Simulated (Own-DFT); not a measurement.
# How strain changes the stress of wurtzite GaN, 96 atoms (Ga48N48)

Calculated results; nothing here was measured. They come from Own-DFT, an in-house plane-wave density functional program, since retired, whose code no person has reviewed. Each row is one single-point run on a periodic cell that was not relaxed, without spin or spin-orbit coupling.

Settings of every run: PBE; PseudoDojo norm-conserving scalar-relativistic files (stringent for Ga); cutoff 96 hartree; 3 x 4 x 3 k mesh centred on Gamma; Gaussian smearing of 0.01 eV.

Known limits: forces on such cells passed a denser k mesh, each cell not checked; stress not checked against mesh or cutoff.

Unstrained cell vectors in Å: (12.756, 0.000, 0.000); (-4.783, 8.285, 0.000); (0.000, 0.000, 10.370). The unstrained cell has measured lattice constants (interpolated for alloys), not those of this functional. That, the random moves and any unrelaxed bonds set the pressure at no strain. Each run strains this cell uniformly, with the atoms carried along. Every atom was also moved at random, by a Gaussian of width 0.05 Å on each axis. Strain is the symmetric tensor, in per cent. Stress is positive in tension, and the pressure is minus a third of its trace.

| run | e_xx (%) | e_yy (%) | e_zz (%) | e_yz (%) | e_xz (%) | e_xy (%) | s_xx (GPa) | s_yy (GPa) | s_zz (GPa) | s_yz (GPa) | s_xz (GPa) | s_xy (GPa) | P (GPa) | E (meV/atom) |
|---|---|---|---|---|---|---|---|---|---|---|---|---|---|---|
| 1 | 0.62 | 1.24 | -0.48 | 2.00 | -0.34 | -0.14 | -4.80 | -1.80 | -8.21 | 3.41 | -0.85 | -0.42 | 4.94 | 22.3 |
| 2 | 1.21 | -1.93 | 0.17 | 0.73 | 0.30 | 0.46 | -4.50 | -13.45 | -6.68 | 1.91 | -0.24 | 2.12 | 8.21 | 11.9 |
| 3 | 1.08 | -1.73 | -1.42 | 1.55 | 0.54 | 1.38 | -7.62 | -14.52 | -13.29 | 3.24 | 1.12 | 4.42 | 11.81 | 43.4 |
| 4 | 0.94 | -1.61 | 1.96 | -1.18 | 0.75 | 1.51 | -4.44 | -11.83 | -0.25 | -3.06 | 1.49 | 4.88 | 5.51 | 29.6 |
| 5 | -0.21 | 0.36 | 1.12 | -1.25 | 0.24 | 0.80 | -7.99 | -5.20 | -1.56 | -2.28 | 0.95 | 1.88 | 4.92 | 10.5 |
| 6 | 0.65 | -0.54 | 1.31 | -0.63 | 0.40 | -0.45 | -3.78 | -9.66 | -1.04 | -1.79 | 1.09 | -1.54 | 4.83 | 12.8 |
| 7 | 0.62 | -1.13 | -0.18 | 1.41 | -0.80 | 0.04 | -6.26 | -10.23 | -9.21 | 2.81 | -1.92 | -0.36 | 8.57 | 17.0 |
| 8 | -1.29 | -1.28 | -0.95 | 0.45 | -1.63 | 1.79 | -13.87 | -15.80 | -14.66 | 1.53 | -3.77 | 6.94 | 14.78 | 38.1 |
| 9 | 0.59 | -1.86 | -0.41 | -1.86 | 1.68 | 0.76 | -5.99 | -16.65 | -10.49 | -4.34 | 3.66 | 3.10 | 11.04 | 32.8 |
| 10 | 0.08 | 0.51 | 0.98 | 1.84 | 1.13 | 0.45 | -5.51 | -4.45 | -1.99 | 3.48 | 1.94 | 1.70 | 3.98 | 0.0 |
| 11 | 1.76 | -1.13 | -0.82 | 0.25 | -0.71 | 0.49 | -2.62 | -10.77 | -9.17 | 0.67 | -1.68 | 0.92 | 7.52 | 14.5 |
| 12 | -1.08 | -1.68 | 1.62 | 1.95 | 0.53 | 0.98 | -11.86 | -14.98 | -1.99 | 3.18 | 1.44 | 3.76 | 9.61 | 25.7 |
| 13 | -0.07 | 0.43 | -1.45 | 1.83 | 1.47 | -1.07 | -8.46 | -7.35 | -13.63 | 3.71 | 2.92 | -3.51 | 9.81 | 37.7 |
| 14 | 1.34 | -0.53 | -1.90 | 1.91 | -0.92 | -1.17 | -4.83 | -7.95 | -15.45 | 3.72 | -1.85 | -3.76 | 9.41 | 26.7 |
| 15 | 1.32 | 0.21 | -1.46 | 0.30 | -1.20 | -1.05 | -1.24 | -5.75 | -14.65 | 0.40 | -2.09 | -3.52 | 7.22 | 12.5 |
| 16 | 0.66 | -1.92 | -0.30 | -0.14 | -1.48 | -1.58 | ? | ? | ? | ? | ? | ? | ? | ? |

E is the free energy for each atom above the lowest run shown.

## Worked fit

Each stress component was fitted by least squares to a constant and the strains of the runs shown, as fractions, with shears doubled. Shear strains stay in the fit of a normal stress only where such slopes are resolved. The slopes, in GPa:

```
stress  at no strain  per e_xx  per e_yy  per e_zz  scatter
  s_xx          -7.4  377 ± 32   98 ± 26   72 ± 23     1.00
  s_yy          -7.6  148 ± 30  431 ± 25   61 ± 21     0.94
  s_zz          -7.5   93 ± 31   74 ± 25  460 ± 22     0.96
```

Each shear stress against twice its own strain: yz 100 ± 5, xz 103 ± 6, xy 161 ± 11 GPa. These are stiffnesses along x, y and z of the frame in which the cell vectors are given, which need not be the crystal's axes. The atoms are held to the strained lattice; where symmetry lets them move under strain, relaxing them would lower some slopes. The table should be nearly symmetric about its diagonal, and what it lacks of that shows the noise. A ninth of its sum, 202 ± 5 GPa, estimates the bulk modulus near the mean pressure of these runs, 8.1 GPa, so it lies above the value at zero pressure.

## Withheld run

Question: what normal stresses and pressure should run 16 give?

The fit gives s_xx = -7.0, s_yy = -15.1, s_zz = -9.7 and P = 10.6 GPa. The calculation gave -8.49, -13.39, -9.52 and P = 10.46 GPa.
